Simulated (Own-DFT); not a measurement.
# How strain changes the stress of wurtzite GaN, 72 atoms (Ga36N36)

These are calculations, not measurements. They come from Own-DFT, an in-house plane-wave density functional program, since retired, whose code no person has reviewed. Each row is one single-point run on a periodic cell that was not relaxed, without spin or spin-orbit coupling.

Settings of every run: PBE; PseudoDojo norm-conserving scalar-relativistic files (stringent for Ga); cutoff 96 hartree; 4 x 4 x 3 k mesh centred on Gamma; Gaussian smearing of 0.01 eV.

Known limits: forces not confirmed at this smearing and k mesh; stress not checked against mesh or cutoff.

Unstrained cell vectors in Å: (9.567, 0.000, 0.000); (-4.783, 8.285, 0.000); (0.000, 0.000, 10.370). The unstrained cell has measured lattice constants (interpolated for alloys), not those of this functional. That, the random moves and any unrelaxed bonds set the pressure at no strain. Each run strains this cell uniformly, with the atoms carried along. Every atom was also moved at random, by a Gaussian of width 0.05 Å on each axis. Strain is the symmetric tensor, in per cent. Stress is positive in tension, and the pressure is minus a third of its trace.

| run | e_xx (%) | e_yy (%) | e_zz (%) | e_yz (%) | e_xz (%) | e_xy (%) | s_xx (GPa) | s_yy (GPa) | s_zz (GPa) | s_yz (GPa) | s_xz (GPa) | s_xy (GPa) | P (GPa) | E (meV/atom) |
|---|---|---|---|---|---|---|---|---|---|---|---|---|---|---|
| 1 | -0.01 | -0.62 | -1.10 | -1.01 | 1.85 | 1.91 | -11.15 | -9.83 | -11.88 | -1.76 | 3.14 | 7.78 | 10.95 | 22.4 |
| 2 | -0.48 | -1.28 | -1.48 | -0.02 | 0.70 | 0.93 | -12.15 | -14.57 | -14.05 | -0.40 | 1.03 | 3.66 | 13.59 | 5.2 |
| 3 | -0.69 | 0.79 | 1.58 | -1.92 | -1.02 | 0.49 | -8.45 | -3.10 | -1.01 | -3.34 | -2.95 | 0.94 | 4.18 | 3.5 |
| 4 | -1.35 | -0.61 | 1.96 | -0.25 | -0.08 | -1.44 | -12.56 | -12.08 | 0.35 | -1.68 | -0.92 | -6.14 | 8.10 | 17.0 |
| 5 | -1.32 | 1.53 | 0.21 | -1.67 | 1.36 | -0.82 | -9.63 | -2.25 | -6.72 | -2.92 | 1.99 | -1.95 | 6.20 | 0.4 |
| 6 | -0.31 | 0.53 | -1.45 | 0.21 | 0.85 | 0.07 | -8.96 | -5.55 | -13.83 | -0.37 | 1.89 | 1.04 | 9.44 | 3.2 |
| 7 | 0.13 | -1.00 | 1.59 | 0.65 | 0.71 | 0.82 | -7.10 | -10.39 | -2.27 | 1.34 | 1.48 | 2.97 | 6.59 | 17.3 |
| 8 | -0.72 | -1.19 | 1.81 | -0.61 | 1.73 | 0.24 | -9.83 | -13.95 | -0.13 | -0.76 | 2.50 | -0.43 | 7.97 | 12.8 |
| 9 | 1.87 | 0.55 | -0.44 | -1.16 | 1.88 | -0.98 | 0.47 | -2.75 | -7.67 | -2.22 | 3.69 | -1.82 | 3.32 | 0.0 |
| 10 | -0.54 | -1.85 | -0.73 | -0.34 | 0.97 | 1.06 | -11.70 | -17.44 | -12.52 | -0.64 | 2.40 | 3.84 | 13.89 | 24.1 |
| 11 | 1.90 | 0.89 | -1.01 | 0.18 | -1.58 | -1.43 | -0.27 | -2.89 | -9.59 | -0.04 | -3.66 | -4.12 | 4.25 | 10.8 |
| 12 | 0.48 | 1.32 | -1.00 | 1.79 | 1.45 | 1.53 | -3.84 | -2.16 | -10.47 | 3.41 | 3.11 | 3.57 | 5.49 | 0.2 |
| 13 | -1.53 | -0.82 | -1.29 | -0.55 | -0.72 | 0.68 | -15.50 | -14.70 | -17.03 | -0.86 | -1.78 | 1.69 | 15.74 | 49.2 |
| 14 | -1.22 | -1.59 | -0.08 | 1.06 | 1.82 | -0.84 | -15.36 | -14.80 | -10.08 | 1.96 | 3.95 | -2.89 | 13.41 | 22.0 |
| 15 | -1.23 | -0.37 | 1.35 | 2.00 | 1.81 | 1.70 | ? | ? | ? | ? | ? | ? | ? | ? |

E is the free energy for each atom above the lowest run shown.

## Worked fit

Each stress component was fitted by least squares to a constant and the strains of the runs shown, as fractions, with shears doubled. Shear strains stay in the fit of a normal stress only where such slopes are resolved. The slopes, in GPa:

```
stress,at no strain,per e_xx,per e_yy,per e_zz,scatter
s_xx,-7.5,382 ± 25,146 ± 23,78 ± 20,0.88
s_yy,-7.6,119 ± 29,445 ± 27,46 ± 23,1.02
s_zz,-7.5,97 ± 28,59 ± 25,443 ± 21,0.96
```

Each shear stress against twice its own strain: yz 87 ± 7, xz 104 ± 5, xy 157 ± 11 GPa. These are stiffnesses along x, y and z of the frame in which the cell vectors are given, which need not be the crystal's axes. The atoms are held to the strained lattice; where symmetry lets them move under strain, relaxing them would lower some slopes. The table should be nearly symmetric about its diagonal, and what it lacks of that shows the noise. A ninth of its sum, 202 ± 6 GPa, estimates the bulk modulus near the mean pressure of these runs, 8.8 GPa, so it lies above the value at zero pressure.

## Withheld run

Question: what normal stresses and pressure should run 15 give?

The fit gives s_xx = -11.7, s_yy = -10.1, s_zz = -2.9 and P = 8.3 GPa. The calculation gave -11.57, -9.94, -2.46 and P = 7.99 GPa.
